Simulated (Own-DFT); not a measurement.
## Calculated data, GaN (wurtzite, strained, atoms displaced)

Computed with Own-DFT development build. A calculation, not a measurement: plane-wave PBE density functional theory by an unreviewed code, no spin, of a simulated periodic cell, stress positive in tension, free energy of the whole cell less one offset for each atom, forces on such cells passed a denser k mesh, this cell's mesh not checked; offsets are fitted by least squares, one for each functional and potential file, so energies compare only between cells with the same atoms and settings and are not formation energies; the far tail of each file's local potential was reset to the Coulomb form; each entry is a single point on an unrelaxed cell, so the pressure reflects the starting lattice, mostly measured values (interpolated for alloys), from which strain is counted, and rises with the displacements; printed positions are rounded, which can move forces by about a meV/angstrom; the program, named Own-DFT, is a retired in-house code; no spin-orbit coupling.

Settings shared by all entries: functional PBE; potential files PseudoDojo norm-conserving, scalar-relativistic, standard set with the stringent files for Ga; wave cutoff 96 hartree; occupations Gaussian; smearing width 0.01 eV; k mesh 3 x 4 x 3 centred on Gamma.

(1) 
```xyz
96
Lattice="12.7215 -0.1024 -0.0541 -4.8371 8.3998 0.1669 -0.0440 0.1835 10.5622" Properties=species:S:1:pos:R:3:force_x:R:1:force_y:R:1:force_z:R:1 formula=GaN free_energy_of_cell_above_offsets=-4.248 pressure=2.83 stress_xx=-5.5 stress_yy=-3.26 stress_zz=0.27 stress_yz=3.87 stress_xz=-1.23 stress_xy=-1.91
Ga    -0.0858     2.0735    10.5394     -0.163     -1.363      1.183
Ga     1.5811     0.9004     2.6094     -0.162      0.853      0.611
N      0.0000     1.8549     2.0015     -0.234      0.359     -0.049
N      1.5043     0.9875     4.7251      1.934      0.578     -1.349
Ga     0.0428     1.9403     5.3486     -1.985      0.869     -1.109
Ga     1.5474     1.1248     7.8709      0.152     -1.452      0.973
N     -0.1081     1.9742     7.2765      2.451      1.108     -0.203
N      1.5759     1.2281     9.9549     -2.189     -2.594     -1.814
Ga    -1.6710     4.7788     0.1255     -0.056      -3.62      0.248
Ga    -0.0614     3.7479     2.6721      0.051     -1.839      0.873
N     -1.6133     4.6276     2.2077     -0.751      2.297     -2.085
N     -0.0752     3.8824     4.6367      1.562     -1.675      0.479
Ga    -1.5449     4.7372     5.3872     -1.735      0.826       0.12
Ga     0.0356     3.7839     8.0342     -2.566      0.649     -0.069
N     -1.5900     4.8046     7.3268      -0.39     -0.797      0.741
N     -0.1098     3.8392     9.9739      0.079      2.001      0.239
Ga    -3.2984     7.6301    10.6846     -0.713      0.995      -0.26
Ga    -1.6628     6.6168     2.6646      0.264     -0.984      2.302
N     -3.2827     7.4698     2.1244      0.541      0.338     -0.774
N     -1.6897     6.6246     4.8200      0.575      0.116     -0.894
Ga    -3.2464     7.5916     5.4631      0.163     -1.284      -0.22
Ga    -1.7613     6.6591     7.9967      1.696     -1.131      0.153
N     -3.2825     7.5162     7.4210     -0.303      2.297     -0.208
N     -1.7551     6.6454    10.0189      0.824      1.943     -0.255
Ga     3.0218     2.0582    10.5769      3.215     -0.808      0.882
Ga     4.7470     0.9881     2.6915      0.195     -0.567     -0.014
N      3.1998     1.8697     1.9669     -0.919      0.017      0.659
N      4.8173     0.9873     4.6401     -1.419        0.2      0.215
Ga     3.1733     1.9348     5.3315      0.087     -0.726     -0.944
Ga     4.7371     1.0601     7.8899      0.271     -0.697      1.057
N      3.1804     1.9854     7.2470     -0.652      0.273      0.615
N      4.7336     1.0284     9.8687      -0.52      0.329        0.5
Ga     1.5250     4.6464     0.1130     -0.089      -0.62     -0.731
Ga     3.1346     3.7309     2.6169     -0.078     -0.256      0.892
N      1.4538     4.6411     2.0580      1.564      0.135     -0.391
N      3.1755     3.7324     4.7019     -1.396      0.544     -0.938
Ga     1.5459     4.7207     5.3857     -0.102      0.271      -0.31
Ga     3.0795     3.7949     8.0371      0.995      0.879     -1.017
N      1.4741     4.7792     7.4100      1.507     -0.257      -1.06
N      3.0619     3.7985     9.9519      0.167      2.164      0.284
Ga    -0.0886     7.3897     0.1572      0.557      1.086       0.05
Ga     1.4885     6.4142     2.7635      0.777      1.867      0.247
N     -0.0313     7.5186     2.2727      -0.37     -0.531     -2.045
N      1.4735     6.6315     4.7188      0.852     -1.344      0.649
Ga    -0.0229     7.5624     5.4895      -1.28     -0.493     -1.171
Ga     1.4443     6.5885     8.0597      0.441      0.664      -0.04
N     -0.0758     7.6012     7.3986      -0.27     -0.211      0.777
N      1.5386     6.6581    10.0205     -1.002     -0.399      0.002
Ga     6.3641     1.7972     0.1014     -0.823      0.068     -1.417
Ga     7.9184     0.9666     2.6352      0.015     -0.804      0.063
N      6.2919     1.8296     1.9809        0.7      0.521      0.959
N      7.9064     0.9934     4.6248      -0.17     -1.323     -0.119
Ga     6.3314     1.9004     5.3212      0.733      0.793     -0.794
Ga     7.8614     0.9595     7.9747       1.38     -0.179      0.012
N      6.3810     1.8424     7.2495     -0.829      1.831      0.266
N      7.8468     0.9629     9.9614      0.586      1.611     -0.963
Ga     4.6436     4.8221    10.5977      0.689     -0.058      0.178
Ga     6.3152     3.7308     2.6238     -0.322     -0.652       0.44
N      4.7191     4.6342     2.0445     -0.521      1.018     -0.359
N      6.3964     3.7742     4.5993     -1.372     -0.434      0.674
Ga     4.6743     4.7206     5.2681      1.674     -0.339      0.693
Ga     6.3266     3.8382     7.8805     -0.448     -0.278      1.173
N      4.7095     4.8195     7.3126     -0.378     -1.334      -0.02
N      6.2840     3.8857    10.1090     -0.298     -0.805     -1.995
Ga     3.1112     7.5822    10.6092      0.308     -0.791      1.677
Ga     4.6660     6.5981     2.7476      0.731      -1.36      0.259
N      3.1297     7.4305     2.1306     -1.421      0.436     -0.783
N      4.7639     6.5121     4.6944     -1.069      1.141      0.368
Ga     3.0537     7.4619     5.4908      0.857      0.664     -2.863
Ga     4.6433     6.6682     7.9165      2.619     -1.163      1.204
N      3.1570     7.5022     7.3228     -2.446      1.112      1.679
N      4.7558     6.7083     9.9438     -2.304     -1.417     -0.599
Ga     9.5393     1.7746     0.0180       0.18     -0.454     -0.722
Ga    11.1179     0.7786     2.5893     -0.128      2.573      0.727
N      9.4963     1.8719     1.9242      0.505     -0.433      1.168
N     11.1607     0.8470     4.5867     -0.628      2.139       -0.2
Ga     9.4484     1.8961     5.2587      1.258     -2.639      1.042
Ga    11.1600     0.9882     7.8474     -1.918     -1.767      0.856
N      9.5335     1.9151     7.3329     -0.746     -1.976     -1.319
N     11.1140     0.9341     9.8125     -0.429      1.455      0.285
Ga     7.9609     4.5607     0.0707     -0.134      0.675     -0.979
Ga     9.5067     3.7299     2.7207     -1.025     -1.101     -0.547
N      7.8505     4.6086     1.9746      1.551      0.956      1.183
N      9.4494     3.5739     4.6486       1.04      3.343     -0.273
Ga     7.9551     4.6472     5.2823     -0.162      0.824       0.35
Ga     9.4176     3.6513     7.8682      1.715      2.327      1.497
N      7.9569     4.7403     7.3396     -0.786     -0.947     -1.198
N      9.4716     3.7564     9.9230        0.1      0.846     -0.218
Ga     6.2312     7.3967     0.1086      2.298     -0.143      0.372
Ga     7.9006     6.4793     2.7670     -1.028     -0.454      -0.63
N      6.2657     7.4759     2.0965      0.523     -1.979     -0.813
N      7.9375     6.5475     4.6711     -0.464     -0.511      0.758
Ga     6.2967     7.5249     5.4102      0.305     -1.748     -0.919
Ga     7.8594     6.5361     7.9481       0.11      0.183      1.172
N      6.3637     7.4559     7.2851     -1.351      1.207      1.047
N      7.8575     6.6647     9.9170     -0.253     -0.641      0.821
```

Units: free_energy_of_cell_above_offsets in eV; pressure, stress_xx, stress_yy, stress_zz, stress_yz, stress_xz, stress_xy in GPa; force_x, force_y, force_z in eV/Å.

(2) 
```xyz
96
Lattice="12.5523 -0.1303 -0.1785 -4.7917 8.4256 -0.0003 -0.1451 -0.0841 10.3194" Properties=species:S:1:pos:R:3:force_x:R:1:force_y:R:1:force_z:R:1 formula=GaN free_energy_of_cell_above_offsets=-2.247 pressure=9.82 stress_xx=-16.45 stress_yy=-4.1 stress_zz=-8.91 stress_yz=-1.35 stress_xz=-4.35 stress_xy=-3.59
Ga    -0.1498     1.7581    10.2843      0.325     -0.054      0.689
Ga     1.4406     0.8767     2.6074      2.044     -1.031     -1.281
N      0.0168     1.7738     1.9325     -2.425      1.637     -0.624
N      1.4692     0.8664     4.4538     -0.134     -0.255       1.74
Ga    -0.0723     1.7729     5.2271      0.234      0.924     -1.785
Ga     1.3133     0.8701     7.7219      3.771     -1.307       0.46
N     -0.1169     1.7126     7.0961     -2.081      2.647        0.2
N      1.4324     0.7913     9.6349     -0.304      0.431      0.373
Ga    -1.6601     4.6171     0.0163        1.3      1.776      0.489
Ga    -0.1183     3.7169     2.5369      1.297     -1.257      0.734
N     -1.6355     4.6222     2.0023     -0.603      1.062     -1.144
N     -0.0948     3.6464     4.4893       0.03      0.381      0.958
Ga    -1.7419     4.7000     5.1465      1.716     -0.551     -0.679
Ga    -0.1660     3.7301     7.6873      1.024     -1.148      0.528
N     -1.7053     4.6048     7.0962     -0.566      0.302     -0.279
N     -0.1018     3.6985     9.7563     -4.938     -3.035     -2.827
Ga    -3.3909     7.3405    10.2098       2.84      2.284      2.046
Ga    -1.7043     6.5916     2.5027     -0.015     -1.269      0.344
N     -3.2338     7.4415     1.8677     -1.431      0.537      0.317
N     -1.7305     6.5237     4.4627      0.051     -0.794      0.226
Ga    -3.3331     7.3978     5.0801      2.019       1.93      1.203
Ga    -1.6840     6.4890     7.6265     -1.914     -0.554      1.776
N     -3.2672     7.4357     7.0657     -1.179     -0.304     -0.004
N     -1.8244     6.4636     9.6729      1.395     -0.811     -1.018
Ga     3.1187     1.8237     0.0103     -0.238       0.47      -0.82
Ga     4.7105     0.9405     2.4629     -1.529     -2.318      1.984
N      3.1327     1.7683     1.9239     -1.194      1.085      -0.43
N      4.5265     0.7967     4.4911       2.05     -0.192     -0.584
Ga     3.0271     1.8114     5.0937      0.478     -0.695       0.94
Ga     4.5866     0.8264     7.8149      0.123       0.38     -5.044
N      3.0221     1.7771     7.1519     -0.617      0.224     -1.014
N      4.6209     0.7977     9.5711      -1.79      0.514      2.592
Ga     1.3069     4.5033    10.2204      5.199      3.244      1.642
Ga     3.0236     3.7161     2.4717      1.488     -1.707      0.335
N      1.5275     4.5849     1.8810     -1.145      1.165     -0.435
N      3.1285     3.6046     4.3971     -1.917      0.409      0.616
Ga     1.5454     4.5809     5.1917     -0.768     -0.671      -2.74
Ga     3.0362     3.6832     7.6396     -1.052     -1.496      1.042
N      1.4397     4.6582     7.0150      -0.24     -1.297      1.769
N      3.0346     3.6632     9.6101     -2.668     -1.563     -0.236
Ga    -0.2060     7.4910    10.1766      -0.69     -3.069      1.653
Ga     1.5306     6.4373     2.5208     -1.312      0.507     -0.536
N     -0.1768     7.4228     1.8637      2.558      0.846     -0.345
N      1.4743     6.4283     4.4910     -0.467     -0.723     -0.782
Ga    -0.0989     7.3168     5.0858     -0.902      1.657      0.012
Ga     1.3804     6.4401     7.6536      0.254      0.264      0.855
N     -0.1774     7.3265     7.0512      1.128      1.676     -0.382
N      1.3855     6.4801     9.6151     -1.411     -1.245     -0.261
Ga     6.2119     1.7377    -0.0770      2.324      2.053      0.227
Ga     7.7713     0.8125     2.4804      1.029      0.614      0.565
N      6.2517     1.7466     1.8997      0.553      0.949     -1.132
N      7.7594     0.7995     4.5045      1.333     -0.909     -1.633
Ga     6.2798     1.6934     5.0194     -3.459      1.536      1.278
Ga     7.7210     0.7674     7.5923     -0.165      0.028      0.788
N      6.2076     1.7820     7.0167     -0.643     -0.971      -0.17
N      7.7381     0.8407     9.6447     -2.549     -2.232     -1.779
Ga     4.6642     4.5610    -0.0972      1.433      0.992      0.903
Ga     6.2352     3.6037     2.4721      0.351      0.173      0.632
N      4.7040     4.4926     1.8977     -1.156      1.951     -0.892
N      6.1317     3.6325     4.4370       1.15     -0.444     -0.194
Ga     4.5630     4.5946     5.0262      1.054      0.091      0.647
Ga     6.1834     3.6432     7.5607      -3.18     -2.271      0.973
N      4.5371     4.5190     7.0222      1.331      1.326     -1.075
N      6.0671     3.5452     9.4917       0.21     -0.127      1.216
Ga     2.8986     7.3286    10.1911      1.331       0.99      0.703
Ga     4.5824     6.5030     2.4599      0.895     -1.562      0.357
N      3.0912     7.4696     1.8989     -1.227     -1.136     -1.008
N      4.5511     6.4650     4.4500     -0.576     -0.697      -0.73
Ga     2.9577     7.3741     5.0754      1.069      0.269      0.891
Ga     4.6122     6.3754     7.6461     -1.639     -0.477      0.053
N      2.9559     7.3052     7.0674      0.947      0.906     -0.635
N      4.4815     6.3640     9.5985      0.094     -0.273     -0.112
Ga     9.1990     1.7093    10.1273      2.526      0.942      1.134
Ga    10.8707     0.7867     2.5027      0.747       0.81     -1.278
N      9.3183     1.7617     1.7588      0.528     -0.073      0.882
N     10.9507     0.7039     4.3959     -1.348      0.854      0.473
Ga     9.3075     1.7459     5.1029      1.023     -0.303     -3.054
Ga    10.7893     0.8144     7.5708      1.308     -1.642      0.178
N      9.3365     1.7252     6.8906     -1.071     -0.116      2.373
N     10.8272     0.7447     9.4705     -0.523     -0.306      0.625
Ga     7.6141     4.5135    10.1228      0.155     -0.471      0.666
Ga     9.3452     3.5970     2.4114     -0.237     -0.117     -0.044
N      7.7752     4.5968     1.8186     -0.105     -0.859     -0.745
N      9.3617     3.5344     4.3575     -1.361      0.244      0.263
Ga     7.7611     4.5868     4.9669     -0.502     -0.736      0.559
Ga     9.2846     3.5253     7.5264      -0.51      0.946      1.076
N      7.6446     4.4219     7.0373      3.614      3.201     -2.095
N      9.2198     3.5842     9.5417     -0.587     -1.034      -1.05
Ga     6.0615     7.2272    10.1509     -0.068      1.672      0.759
Ga     7.6601     6.4039     2.3707      1.539       0.54     -0.022
N      6.1597     7.4102     1.8305     -0.426     -0.264     -0.862
N      7.7454     6.4324     4.3073      -2.24     -1.463      0.097
Ga     6.1055     7.3301     4.9976      1.016     -0.108      0.592
Ga     7.6294     6.4226     7.6368      1.741     -1.067     -1.001
N      6.1073     7.2683     6.9763     -0.098      1.525     -0.553
N      7.6917     6.3898     9.5626     -3.428     -1.962     -1.117
```

Units: free_energy_of_cell_above_offsets in eV; pressure, stress_xx, stress_yy, stress_zz, stress_yz, stress_xz, stress_xy in GPa; force_x, force_y, force_z in eV/Å.

(3) 
```xyz
96
Lattice="12.7187 -0.2205 0.1260 -4.9127 8.4855 -0.1842 0.1025 -0.1714 10.2831" Properties=species:S:1:pos:R:3:force_x:R:1:force_y:R:1:force_z:R:1 formula=GaN free_energy_of_cell_above_offsets=-4.289 pressure=6.5 stress_xx=-7.07 stress_yy=-1.98 stress_zz=-10.45 stress_yz=-3.53 stress_xz=1.81 stress_xy=-4.96
Ga     0.1661     1.7343    10.2515     -1.448     -0.895      0.644
Ga     1.5688     0.8101     2.5484      1.359      0.752      1.112
N      0.0593     1.7867     1.9714      -0.14      1.353     -1.264
N      1.5876     0.7548     4.5472      0.083        0.9     -0.313
Ga    -0.0254     1.8409     5.0650      1.269     -0.566       0.54
Ga     1.6940     0.7519     7.6957     -1.006      0.067     -0.372
N      0.0453     1.6512     7.0571      0.471      1.624       -0.2
N      1.6388     0.7425     9.6128      0.578     -1.024      0.366
Ga    -1.7168     4.7365    -0.0434      0.857     -0.597     -0.287
Ga    -0.0966     3.7478     2.5188      1.152     -0.214     -0.815
N     -1.6266     4.6946     1.8580     -0.818     -0.348      0.051
N     -0.0473     3.6808     4.3901     -0.624     -0.468      1.687
Ga    -1.6377     4.6464     5.1289       0.83       0.77     -1.325
Ga    -0.0117     3.5786     7.7026     -0.035     -0.552     -0.954
N     -1.5814     4.5983     7.0397     -0.108      -1.28     -0.077
N      0.0229     3.4982     9.5912     -0.874      1.045      0.232
Ga    -3.3605     7.4820    -0.0992      1.627      1.327     -0.874
Ga    -1.7118     6.5726     2.3845      1.871     -0.553      0.716
N     -3.2331     7.4518     1.7791     -0.634      0.918     -0.302
N     -1.6458     6.4722     4.2897     -0.661      0.078      1.494
Ga    -3.3139     7.4173     5.0274      1.791      0.261     -1.084
Ga    -1.6742     6.3777     7.6067      0.473      1.484     -0.212
N     -3.2440     7.4030     6.9112      0.356     -0.483      1.001
N     -1.6215     6.3673     9.5686     -0.121      0.409      -0.54
Ga     3.2479     1.6209    10.1961     -0.668      0.407      2.034
Ga     4.8324     0.8188     2.5615      -2.41      -0.52      0.668
N      3.1532     1.8194     1.9681      0.348     -1.771     -1.002
N      4.8120     0.7980     4.5086      0.051       0.33      0.624
Ga     3.1700     1.7230     5.2133      0.309      0.209     -3.561
Ga     4.8244     0.7543     7.7669      0.484     -0.847     -1.355
N      3.2131     1.7429     7.0139      0.571     -0.897      2.677
N      4.7974     0.6905     9.6905      0.696     -0.942      -0.43
Ga     1.5136     4.4453    10.2147      1.937      0.672      0.949
Ga     3.1789     3.6103     2.5168     -1.613      0.583      0.433
N      1.5060     4.6515     1.8759       0.33     -0.594     -0.183
N      3.2002     3.6442     4.4714     -1.728     -1.468      0.326
Ga     1.5026     4.4761     5.1441      1.442      1.469     -1.695
Ga     3.1401     3.5072     7.7035      0.737       1.53      0.245
N      1.5683     4.5542     7.0377     -0.019     -1.735      0.419
N      3.2412     3.4732     9.7064     -0.919      0.421     -1.476
Ga     0.0115     7.2305    10.0907     -0.211      0.907      1.252
Ga     1.5554     6.5030     2.5575     -0.872     -0.844      -2.95
N     -0.0219     7.4457     1.8098       -0.7      0.099     -0.697
N      1.5443     6.3783     4.3108     -0.219      0.425      4.488
Ga    -0.0804     7.4529     4.9593       0.29     -1.067     -1.269
Ga     1.5774     6.3093     7.6464     -0.655       1.84     -1.124
N     -0.0792     7.2776     6.8098      0.307      0.826      2.967
N      1.6062     6.3458     9.5369     -0.211     -0.731      0.091
Ga     6.2503     1.7529     0.0819      1.389      0.094     -0.748
Ga     7.8959     0.7848     2.5992      1.128     -0.847     -0.711
N      6.3172     1.7392     2.0142      1.661      1.104     -0.746
N      7.9795     0.7257     4.4874      0.604      0.199      1.352
Ga     6.4626     1.6282     5.1905     -1.285      0.989     -0.208
Ga     8.0809     0.7028     7.7536     -1.546     -0.819      1.125
N      6.4783     1.7056     7.1260     -0.543     -1.052      0.217
N      8.0531     0.5887     9.7572     -0.616      1.213     -0.388
Ga     4.8581     4.3607    10.2534     -1.223      0.945      0.566
Ga     6.4415     3.6087     2.6324     -3.189     -0.657      0.429
N      4.7094     4.4710     1.9055      1.825      1.067      0.007
N      6.3175     3.6295     4.5930      1.653     -2.446     -1.316
Ga     4.7722     4.4244     5.0652     -1.453      2.549      0.839
Ga     6.3176     3.5137     7.7510     -0.001      0.776     -1.694
N      4.7471     4.5217     7.0146      -0.17     -0.906      0.929
N      6.3899     3.4909     9.6145      0.257     -1.496      1.027
Ga     3.0614     7.4484    -0.0758      0.404     -0.776      0.141
Ga     4.7003     6.4032     2.4602     -0.904     -0.551      0.952
N      3.0667     7.3630     1.8466          1      0.934     -0.262
N      4.6665     6.3829     4.4247      1.159     -0.144      0.383
Ga     3.1276     7.3953     5.0787     -0.253     -1.392     -2.183
Ga     4.6644     6.3645     7.6107      0.616      -0.68      0.432
N      3.1192     7.2969     6.9233     -0.212      0.688      1.786
N      4.8003     6.2364     9.6320     -1.739     -0.197     -1.162
Ga     9.5681     1.7396     0.1253     -1.725       0.48     -0.458
Ga    11.1902     0.7435     2.6050     -0.849     -1.344      0.981
N      9.5983     1.6564     2.0134     -0.987      0.642      0.974
N     11.2391     0.6099     4.6082     -1.579      0.024     -0.345
Ga     9.6104     1.6226     5.1709      0.234     -0.539      0.101
Ga    11.1657     0.6049     7.7999      0.102      0.485      0.995
N      9.5961     1.6317     7.2210       0.77     -0.767     -1.787
N     11.1391     0.6791     9.8256      2.293     -2.017     -1.211
Ga     7.9499     4.3022    10.2756      1.026      0.805      0.671
Ga     9.4772     3.5286     2.6571      0.855      0.018     -0.561
N      7.8956     4.4872     2.0437      1.637      0.828     -1.849
N      9.5551     3.4945     4.5817     -0.633     -0.486      0.167
Ga     7.9186     4.4206     5.1353      0.619      0.951      0.145
Ga     9.5274     3.4114     7.7257     -0.253      1.471      0.772
N      7.9204     4.4428     7.0621      0.512     -0.222      0.764
N      9.6059     3.4059     9.7236     -1.215     -0.117     -0.525
Ga     6.2432     7.1941    10.2229      1.806      1.105      0.145
Ga     7.9002     6.4079     2.4905     -1.241     -0.609      0.091
N      6.2450     7.3063     1.8732       1.12      0.601     -0.153
N      7.9534     6.3076     4.3861     -0.909     -0.952      1.119
Ga     6.4167     7.2029     5.1190     -1.841      0.479     -1.208
Ga     7.9186     6.2649     7.7388     -0.628      0.259       -0.2
N      6.2642     7.2942     7.0257      0.832     -1.093      0.575
N      7.9819     6.2302     9.6896     -2.032     -0.907     -0.633
```

Units: free_energy_of_cell_above_offsets in eV; pressure, stress_xx, stress_yy, stress_zz, stress_yz, stress_xz, stress_xy in GPa; force_x, force_y, force_z in eV/Å.
